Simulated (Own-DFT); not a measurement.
Si$_{47}$N$_{64}$ (beta silicon nitride with one vacancy, atoms displaced) (calculated)

All values are calculated (Own-DFT development build). A calculation, not a measurement: plane-wave PBE density functional theory by an unreviewed code, no spin, of a simulated periodic cell, stress positive in tension, free energy of the whole cell less one offset for each atom, defect cell not probed for a lower state with spin; forces on such cells moved up to 12 meV/angstrom on a denser k mesh; offsets are fitted by least squares, one for each functional and potential file, so energies compare only between cells with the same atoms and settings and are not formation energies; the far tail of each file's local potential was reset to the Coulomb form; each entry is a single point on an unrelaxed cell, so the pressure reflects the starting lattice, mostly measured values (interpolated for alloys), from which strain is counted, and rises with the displacements; printed positions are rounded, which can move forces by about a meV/angstrom; the program, named Own-DFT, is a retired in-house code; no spin-orbit coupling; before rounding, a Quantum ESPRESSO 7.3.1 run of the same cell and cutoff gave forces within 1 meV/angstrom rms on each cell, which checks the program and not the settings.

Entry: Si$_{47}$N$_{64}$ (beta silicon nitride with one vacancy, atoms displaced)

```
cell vectors (Å)
  15.2120     0.0000     0.0000
  -7.6060    13.1740     0.0000
   0.0000     0.0000     5.8180
atoms (fractions of the cell vectors)
Si  0.09047  0.38826  0.12109
Si  0.11755  0.21011  0.13206
Si  0.30015  0.41057  0.12161
Si  0.40957  0.11727  0.38357
Si  0.37882  0.29818  0.37437
Si  0.19578  0.07598  0.36743
N   0.15788  0.01652  0.12843
N   0.48554  0.14704  0.12319
N   0.35700  0.33985  0.12515
N   0.33905  0.49331  0.37967
N   0.02489  0.35309  0.38295
N   0.14469  0.16338  0.38149
N   0.16464  0.33055  0.11368
N   0.33738  0.16731  0.37470
Si  0.08535  0.38612  0.62013
Si  0.11146  0.20189  0.62494
Si  0.29976  0.40994  0.62506
Si  0.41633  0.11675  0.86293
Si  0.37790  0.30237  0.85964
Si  0.20381  0.08833  0.85787
N   0.16656  0.01493  0.63029
N   0.48142  0.15152  0.61229
N   0.34976  0.33689  0.62367
N   0.33371  0.48499  0.88211
N   0.01731  0.34801  0.86987
N   0.15442  0.17245  0.86268
N   0.16443  0.32808  0.63047
N   0.32748  0.16542  0.86616
Si  0.08279  0.87790  0.12688
Si  0.11390  0.70061  0.11643
Si  0.29970  0.91319  0.11879
Si  0.41384  0.61527  0.39013
Si  0.19554  0.58931  0.39288
N   0.16657  0.51215  0.13362
N   0.48361  0.64857  0.12204
N   0.35207  0.83211  0.12649
N   0.33308  0.97954  0.37621
N   0.01742  0.84859  0.38180
N   0.15599  0.66700  0.37331
N   0.16499  0.83219  0.13290
N   0.33346  0.66378  0.38001
Si  0.08663  0.88591  0.63195
Si  0.12172  0.70989  0.62855
Si  0.29714  0.91078  0.63499
Si  0.41508  0.61698  0.88857
Si  0.38018  0.79534  0.87515
Si  0.20920  0.59118  0.85837
N   0.16557  0.51385  0.62802
N   0.48740  0.65067  0.63185
N   0.34797  0.83179  0.62331
N   0.33576  0.98741  0.87786
N   0.01746  0.84941  0.87040
N   0.14895  0.66409  0.87640
N   0.16823  0.83566  0.61387
N   0.33753  0.66968  0.86690
Si  0.58493  0.38780  0.12920
Si  0.61455  0.20689  0.12028
Si  0.80481  0.41911  0.13046
Si  0.91970  0.12017  0.36923
Si  0.88189  0.29227  0.37145
Si  0.70556  0.08856  0.35144
N   0.67032  0.01627  0.12674
N   0.98185  0.14787  0.12217
N   0.84760  0.33092  0.13192
N   0.83385  0.48382  0.38414
N   0.51337  0.35260  0.38508
N   0.64932  0.16653  0.38869
N   0.66708  0.33520  0.11985
N   0.83677  0.16935  0.37334
Si  0.59006  0.38065  0.64108
Si  0.62250  0.20926  0.63147
Si  0.79252  0.40737  0.62042
Si  0.91423  0.11774  0.87442
Si  0.88372  0.29806  0.88860
Si  0.70139  0.08128  0.86743
N   0.66668  0.00769  0.62202
N   0.98848  0.14636  0.62415
N   0.85083  0.33077  0.64135
N   0.83251  0.48514  0.86757
N   0.51646  0.34783  0.87221
N   0.64522  0.16105  0.87040
N   0.67047  0.33404  0.64053
N   0.83333  0.16615  0.88848
Si  0.59305  0.88791  0.11387
Si  0.61813  0.70315  0.12204
Si  0.79461  0.90832  0.12676
Si  0.91244  0.61567  0.38001
Si  0.88137  0.79840  0.37803
Si  0.70007  0.58934  0.38264
N   0.67130  0.52005  0.12607
N   0.97973  0.64608  0.12963
N   0.85473  0.83680  0.12441
N   0.82792  0.98269  0.38601
N   0.51300  0.84998  0.37846
N   0.65081  0.66549  0.36899
N   0.66894  0.83790  0.13250
N   0.82833  0.66527  0.38202
Si  0.58940  0.88297  0.62602
Si  0.60766  0.70029  0.63439
Si  0.79258  0.91045  0.62539
Si  0.90852  0.60879  0.87931
Si  0.88753  0.79681  0.88661
Si  0.70401  0.58622  0.87594
N   0.65581  0.50997  0.60837
N   0.99446  0.65496  0.63176
N   0.85225  0.84012  0.62841
N   0.84195  0.98282  0.88560
N   0.51028  0.84792  0.86894
N   0.65684  0.66876  0.87320
N   0.66131  0.82784  0.63458
N   0.83413  0.67273  0.87717
```

```
functional                        : PBE
potential files                   : PseudoDojo norm-conserving, scalar-relativistic, standard set
wave cutoff                       : 42 hartree
occupations                       : Fermi-Dirac
smearing width                    : 0.1 eV
k mesh                            : 2 x 2 x 4 centred on Gamma
free energy of cell above offsets : 2.258 eV
pressure                          : 7.5 GPa
stress xx                         : -5.89 GPa
stress yy                         : -9.4 GPa
stress zz                         : -7.2 GPa
stress yz                         : -0.23 GPa
stress xz                         : -1.15 GPa
stress xy                         : 0.83 GPa
```

Force:
```tsv
element	x (eV/Å)	y (eV/Å)	z (eV/Å)
Si	0.237	-1.443	0.174
Si	1.173	-4.936	-1.35
Si	-2.801	1.811	1.395
Si	2.202	-2.7	-3.565
Si	3.912	-1.885	0.024
Si	0.22	4.749	2.425
N	0.342	-2.847	-3.897
N	-1.255	-0.042	-0.076
N	-0.883	0.101	-0.814
N	0.397	-6.135	-0.182
N	-4.48	-2.22	-4.009
N	1.764	-0.479	-1.529
N	0.948	4.042	0.66
N	-5.135	0.538	-0.331
Si	3.458	-0.484	2.926
Si	2.709	0.581	0.09
Si	-4.874	2.58	0.066
Si	-1.713	0.626	2.028
Si	4.895	-3.703	3.675
Si	-2.257	0.8	3.661
N	-0.403	-1.44	-2.037
N	3.295	1.744	2.4
N	0.026	0.139	-2.301
N	0.567	-0.283	-1.395
N	-1.55	-0.169	1.474
N	0.651	-1.016	2.606
N	-0.064	3.654	-0.662
N	2.773	2.503	0.14
Si	0.707	2.126	0.264
Si	0.271	0.721	2.304
Si	0.788	-1.615	1.975
Si	-0.467	3.499	-1.8
Si	5.6	-1.711	-3.231
N	-0.352	3.643	-1.059
N	2.141	0.988	2.686
N	-1.759	0.811	-0.613
N	-0.241	2.238	0.28
N	-1.99	-0.725	-0.381
N	-5.194	2.63	0.005
N	0.619	-0.487	-0.943
N	-0.88	-0.762	0.202
Si	1.635	-0.604	-1.579
Si	1.095	-0.762	-1.203
Si	1.159	0.033	-1.93
Si	-1.326	-0.609	-2.212
Si	1.029	1.637	-0.534
Si	-0.612	-0.933	3.896
N	-0.322	0.338	0.181
N	-3.004	-2.032	0.844
N	-0.753	0.004	1.294
N	-0.281	0.039	-0.657
N	-1.05	-0.545	1.77
N	0.973	-0.388	-0.878
N	-0.79	0.65	1.037
N	-0.108	-2.15	0.09
Si	0.761	-0.478	0.66
Si	0.919	-1.425	1.172
Si	-2.137	-2.132	-0.966
Si	-1.691	-2.676	1.856
Si	1.46	2.589	2.793
Si	-0.561	0.983	5.194
N	-0.437	-0.666	-2.841
N	2.182	1.452	-0.268
N	-0.91	1.695	0.259
N	0.429	0.473	-0.454
N	0.4	-0.14	-0.466
N	1.294	-0.303	-2.816
N	0.498	1.604	0.582
N	0.343	-2.096	0.049
Si	-2.147	0.545	-3.073
Si	-1.579	-3.384	-0.815
Si	3.276	1.427	1.273
Si	-0.125	-1.693	-0.541
Si	2.208	-1.416	-1.328
Si	-0.353	1.625	-0.434
N	0.209	3.678	-0.702
N	-3.935	-1.148	0.073
N	-1.597	1.199	-2.711
N	0.252	-1.974	0.68
N	-2.318	-0.412	1.688
N	1.166	-0.277	1.332
N	-1.769	-0.36	-0.454
N	-0.481	-0.054	-0.73
Si	-4.373	-2.127	1.807
Si	-1.042	0.31	0.096
Si	1.515	2.751	0.869
Si	-0.351	1.254	1.683
Si	1.412	-0.386	1.227
Si	0.945	-0.84	-1.495
N	-0.576	-1.585	0.092
N	1.072	0.12	-0.465
N	-0.871	0.211	1.05
N	0.687	1.373	-2.002
N	1.78	0.396	-1.443
N	-2.081	1.167	1.5
N	0.368	-3.017	-0.599
N	1.933	0.684	0.18
Si	-3.503	-1.792	-0.886
Si	5.148	0.793	-1.178
Si	0.511	0.606	1.649
Si	0.313	4.317	-1.337
Si	-1.124	1.947	-2.707
Si	-0.15	0.466	-1.353
N	1.016	1.348	3.381
N	-3.598	-2.244	-0.294
N	1.035	-1.044	0.348
N	-1.194	0.511	-1.311
N	2.728	1.356	0.927
N	-1.36	-0.064	-0.03
N	1.45	0.688	0.062
N	1.91	-3.952	-0.185
```
